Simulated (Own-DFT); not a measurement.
## Calculated data, SiC (twinned 3C silicon carbide, strained, atoms displaced)

Computed with Own-DFT development build. A calculation, not a measurement: plane-wave PBE density functional theory by an unreviewed code, no spin, of a simulated periodic cell, stress positive in tension, free energy of the whole cell less one offset for each atom, forces on such cells passed a denser k mesh, this cell's mesh not checked; offsets are fitted by least squares, one for each functional and potential file, so energies compare only between cells with the same atoms and settings and are not formation energies; the far tail of each file's local potential was reset to the Coulomb form; each entry is a single point on an unrelaxed cell, so the pressure reflects the starting lattice, mostly measured values (interpolated for alloys), from which strain is counted, and rises with the displacements; printed positions are rounded, which can move forces by about a meV/angstrom; the program, named Own-DFT, is a retired in-house code; no spin-orbit coupling.

## SiC (twinned 3C silicon carbide, strained, atoms displaced)

```
SiC
1.0
      6.7288    -6.5688     0.1683
     -0.1677     6.5693    -6.6110
      8.8163     8.3786     8.6579
Si C Si C Si C Si C Si C Si C Si C Si C Si C Si C Si C Si C Si C Si C Si C Si C Si C Si C Si C Si C Si C Si C Si C Si C Si C Si C Si C Si C Si C Si C Si C Si C Si C Si C Si C Si C Si C Si C Si C Si C Si C Si C Si C Si C Si C Si C Si C Si C Si C Si C Si C Si C Si C Si C
1 1 1 1 1 1 1 1 1 1 1 1 1 1 1 1 1 1 1 1 1 1 1 1 1 1 1 1 1 1 1 1 1 1 1 1 1 1 1 1 1 1 1 1 1 1 1 1 1 1 1 1 1 1 1 1 1 1 1 1 1 1 1 1 1 1 1 1 1 1 1 1 1 1 1 1 1 1 1 1 1 1 1 1 1 1 1 1 1 1 1 1 1 1 1 1 1 1 1 1 1 1 1 1 1 1 1 1
Direct
  0.00019 0.01419 0.44014
  0.99575 0.00112 0.06415
  0.11081 0.21583 0.09884
  0.12394 0.23753 0.23022
  0.21527 0.11404 0.26377
  0.21797 0.10903 0.39774
  0.00268 0.33688 0.43895
  0.99999 0.32893 0.06053
  0.10938 0.54861 0.10144
  0.11269 0.55946 0.22862
  0.22054 0.44271 0.26283
  0.20852 0.44104 0.39188
  0.00223 0.67184 0.43687
  0.01169 0.67250 0.05998
  0.10801 0.89238 0.10423
  0.10132 0.88903 0.23087
  0.22565 0.78690 0.27202
  0.22853 0.77441 0.39440
  0.32888 0.99449 0.43632
  0.33069 0.00418 0.06153
  0.44766 0.22046 0.09994
  0.43964 0.21570 0.22798
  0.54857 0.10806 0.27753
  0.55032 0.11816 0.39407
  0.32256 0.33001 0.43854
  0.33830 0.33595 0.06435
  0.44712 0.55773 0.10361
  0.44817 0.55660 0.23473
  0.55711 0.44571 0.26628
  0.54876 0.43020 0.39692
  0.33606 0.67300 0.44099
  0.35022 0.67583 0.06748
  0.44176 0.89450 0.10936
  0.45203 0.89295 0.23243
  0.55477 0.77307 0.27144
  0.55994 0.77478 0.40324
  0.67236 0.00082 0.43892
  0.66570 0.99863 0.05829
  0.77764 0.21756 0.10228
  0.78056 0.22130 0.22994
  0.89143 0.10247 0.26563
  0.87799 0.11033 0.39563
  0.66554 0.33241 0.44038
  0.66212 0.33572 0.05940
  0.76961 0.54803 0.10380
  0.77777 0.55937 0.23017
  0.88942 0.43890 0.27374
  0.89540 0.44925 0.39364
  0.66492 0.67035 0.43648
  0.66855 0.66825 0.06015
  0.78432 0.90936 0.10676
  0.77033 0.87750 0.22712
  0.88430 0.77692 0.27116
  0.88911 0.77520 0.40224
  0.99829 0.98951 0.93754
  0.99796 0.00292 0.56166
  0.88973 0.77712 0.60440
  0.89266 0.78001 0.73074
  0.78629 0.90309 0.76934
  0.77367 0.87794 0.89385
  0.00178 0.66965 0.93603
  0.99577 0.65874 0.56285
  0.88428 0.43449 0.60683
  0.88399 0.43656 0.73436
  0.77460 0.54975 0.76172
  0.77572 0.55743 0.89230
  0.99011 0.32218 0.94095
  0.99646 0.32489 0.56166
  0.89733 0.11612 0.60339
  0.89067 0.11815 0.73217
  0.77708 0.22324 0.76493
  0.77458 0.22700 0.89630
  0.67012 0.00202 0.93904
  0.66346 0.00344 0.56214
  0.55449 0.77826 0.60869
  0.55772 0.78079 0.72547
  0.45081 0.89202 0.77146
  0.44677 0.89315 0.89502
  0.67185 0.66458 0.93894
  0.66493 0.65854 0.56423
  0.54852 0.43366 0.60933
  0.55461 0.44729 0.72768
  0.44154 0.55962 0.77707
  0.44241 0.55838 0.89805
  0.67590 0.33794 0.93906
  0.65332 0.33826 0.56261
  0.55851 0.11527 0.60432
  0.56251 0.11317 0.72955
  0.44453 0.22866 0.77595
  0.44878 0.22246 0.89655
  0.33760 0.00621 0.93214
  0.33464 0.00345 0.56554
  0.22885 0.78577 0.60942
  0.23054 0.77852 0.72958
  0.11482 0.89840 0.77206
  0.10971 0.88811 0.89395
  0.34003 0.67767 0.94234
  0.33699 0.67705 0.56250
  0.23114 0.45435 0.60688
  0.21918 0.45291 0.73395
  0.11337 0.55973 0.77490
  0.10542 0.56231 0.90052
  0.33075 0.32319 0.93374
  0.34580 0.33791 0.56756
  0.22269 0.10235 0.60573
  0.22183 0.11125 0.73249
  0.11158 0.21938 0.77294
  0.11401 0.22730 0.89946
```

| Property | Result |
| --- | --- |
| functional | PBE |
| potential files | PseudoDojo norm-conserving, scalar-relativistic, standard set |
| wave cutoff | 42 hartree |
| occupations | Fermi-Dirac |
| smearing width | 0.1 eV |
| hardware | one NVIDIA H200 |
| k mesh | 4 x 4 x 2 centred on Gamma |
| free energy of cell above offsets | -8.846 eV |
| pressure | 4.9 GPa |
| stress xx | 0.53 GPa |
| stress yy | -8.58 GPa |
| stress zz | -6.63 GPa |
| stress yz | -6.16 GPa |
| stress xz | 2.92 GPa |
| stress xy | -7.15 GPa |
| wall time | 623 s |

Force:
```
element  x (eV/Å)  y (eV/Å)  z (eV/Å)
     Si    -1.445    -1.858     0.926
      C     0.276    -1.622     0.256
     Si     1.892     1.577    -1.376
      C    -4.341    -2.555     2.549
     Si     2.465     0.447     1.235
      C    -0.773    -0.536    -0.487
     Si    -2.097     0.404    -0.151
      C     0.809     0.546     1.227
     Si     1.228     1.023     -1.38
      C    -0.307    -0.481    -0.114
     Si     2.743     3.487    -1.307
      C     2.756    -0.978    -0.592
     Si     0.106    -0.374     0.988
      C      -0.9     1.067     1.402
     Si    -0.026    -0.591     0.703
      C     0.718     -1.13    -0.703
     Si    -1.099    -0.975      0.44
      C    -0.141     1.596    -0.284
     Si     0.482     1.197    -0.673
      C    -0.139     -1.09     0.634
     Si     0.033     2.138     0.425
      C     0.219    -0.514    -0.776
     Si    -0.646     -1.71    -2.881
      C     2.049    -0.083     2.875
     Si     1.186    -0.668    -0.774
      C    -1.113     -0.83     0.174
     Si     0.972    -0.039     0.014
      C    -1.715    -1.125    -0.631
     Si     0.621      0.93     2.378
      C    -0.144     0.814    -2.227
     Si    -1.229    -1.645     0.477
      C    -2.029     0.774     0.532
     Si     -0.34    -0.995    -0.652
      C    -0.623     0.298     0.541
     Si     0.498     1.605      0.25
      C    -2.021      0.06    -2.157
     Si     -2.12     1.597     0.417
      C     1.406      1.91     1.035
     Si     0.141     1.617     -0.37
      C     -0.94    -0.515     0.566
     Si     0.661      2.52    -0.428
      C     1.746    -2.095    -1.407
     Si    -0.679     0.081    -1.749
      C     1.809    -1.119     1.487
     Si     1.681     0.463    -2.149
      C    -0.145    -1.539     0.728
     Si    -0.771    -0.151    -1.823
      C     0.349     1.427     1.875
     Si     0.923    -1.318     3.122
      C     1.621     0.857     0.517
     Si    -2.826    -2.063     2.275
      C     1.615     0.663    -0.846
     Si     0.595     0.397     1.052
      C    -0.932     0.062    -2.351
     Si    -0.721     1.275    -1.269
      C     1.658    -0.111     1.155
     Si    -0.951    -0.125     0.147
      C    -0.197    -0.147    -0.817
     Si     -1.26    -1.048     2.414
      C     1.134     1.304    -1.642
     Si    -0.869     0.988     0.392
      C     1.503     0.311    -0.365
     Si    -0.511     0.261    -1.295
      C     0.263    -0.639    -2.861
     Si     1.722     2.165     0.398
      C     0.553     -1.02     0.381
     Si    -0.228      -0.4    -3.078
      C     1.747     1.111    -1.456
     Si    -1.265      0.82     1.668
      C     0.234    -1.254    -0.747
     Si     1.285     1.195     2.173
      C     0.262     -2.12     0.879
     Si    -1.685    -1.281     -0.95
      C     1.583    -0.303      0.53
     Si    -1.233    -2.557    -1.829
      C     2.337     1.743     1.765
     Si    -0.575    -0.389    -0.186
      C     0.773     0.096     0.123
     Si    -1.876     0.196    -0.138
      C     0.229     1.277    -0.632
     Si    -0.077     0.755    -3.505
      C     0.838      1.53     1.787
     Si    -0.634    -1.244    -1.334
      C     0.663    -0.252      0.82
     Si    -1.699     0.463    -1.421
      C     2.734      -3.2     1.958
     Si     -0.52     0.298    -0.108
      C    -1.196      1.28    -0.131
     Si    -0.621    -2.235    -0.781
      C     0.406     0.436    -0.524
     Si     0.003     0.288     2.171
      C    -0.172    -1.237     0.239
     Si    -2.233    -0.952     0.104
      C     0.315     2.149     0.179
     Si    -1.096    -1.764     1.596
      C     1.406     0.113    -0.164
     Si    -1.267    -0.475     0.785
      C     0.511     0.277     1.439
     Si    -0.754    -0.368     0.592
      C     0.348    -1.931     0.813
     Si    -0.561     0.754     0.213
      C     0.964    -2.586     0.923
     Si     1.794     2.296    -1.002
      C    -3.612      1.43     0.819
     Si    -0.501     1.838    -1.905
      C     0.428    -0.093    -1.038
     Si    -0.012     1.205    -1.285
      C    -1.427    -1.074     1.191
```
